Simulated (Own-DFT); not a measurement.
# One host, several defects: 4H SiC

The numbers are computed, not measured, by runs of the plane-wave DFT program Own-DFT (in-house, retired, unreviewed) at fixed positions, with no spin and no spin-orbit coupling.

Settings: PBE; PseudoDojo norm-conserving scalar-relativistic files; cutoff 42 hartree; 4 x 4 x 3 k mesh centred on Gamma; Fermi-Dirac smearing of 0.1 eV.

Limits (not all hold for every row): some atoms lie very close together; not probed for a lower state with spin; forces on such cells passed a denser k mesh, each cell not checked; stress not checked against mesh or cutoff.

All runs share one cell, with vectors in Å (9.248, 0.000, 0.000); (-4.624, 8.009, 0.000); (0.000, 0.000, 10.068) and a volume of 745.7 Å³. u is the rms random offset of the atoms per axis. The defect's site can differ from row to row.

| cell | formula | u (Å) | P (GPa) |
|---|---|---|---|
| no defect | C36Si36 | 0.0301 | 3.71 |
| no defect | C36Si36 | 0.0309 | 3.97 |
| no defect | C36Si36 | 0.0630 | 6.58 |
| two Al on a Si site each | Al2C36Si34 | 0.0280 | 5.70 |
| two Al on a Si site each | Al2C36Si34 | 0.0293 | 5.63 |
| two Al on a Si site each | Al2C36Si34 | 0.0532 | 7.23 |
| one Si on a C site | C35Si37 | 0.0472 | 11.27 |
| one Si on a C site | C35Si37 | 0.0491 | 11.52 |
| one Si on a C site | C35Si37 | 0.0500 | 11.66 |
| two N on a C site each | C34N2Si36 | 0.0292 | ? |
| two N on a C site each | C34N2Si36 | 0.0295 | 2.51 |
| two N on a C site each | C34N2Si36 | 0.0496 | 3.97 |
| two N on a C site each | C34N2Si36 | 0.0539 | 4.54 |
| one C on a Si site | C37Si35 | 0.0475 | 2.81 |
| one C on a Si site | C37Si35 | 0.0495 | 3.12 |
| one C on a Si site | C37Si35 | 0.0495 | 3.37 |

## Worked fit

P = P0 + c u² + a shift for each defect gives P0 = 3.02 GPa, c = 891 ± 42 GPa/Å² and a scatter of 0.14 GPa. The shifts, and each times the cell's volume:

- one Si on a C site: 6.35 ± 0.12 GPa, 29.5 eV
- two Al on a Si site each: 1.84 ± 0.12 GPa, 8.6 eV (4.3 eV for each of its 2 sites)
- two N on a C site each: -1.19 ± 0.12 GPa, -5.6 eV (-2.8 eV for each of its 2 sites)
- one C on a Si site: -2.04 ± 0.12 GPa, -9.5 eV

A positive shift means that the defect pushes the cell outwards. Shift times volume (160.2 GPa Å³ is 1 eV) depends little on the cell's size, so, taken for each site, it can be compared between cells at like pressure. The atoms around the defects weren't relaxed, which would change these numbers.

## Check

Asked: what pressure belongs in the blank (two N on a C site each, u = 0.0292 Å)?

Estimate: 2.59 ± 0.17 GPa. The calculation gave 2.59 GPa.
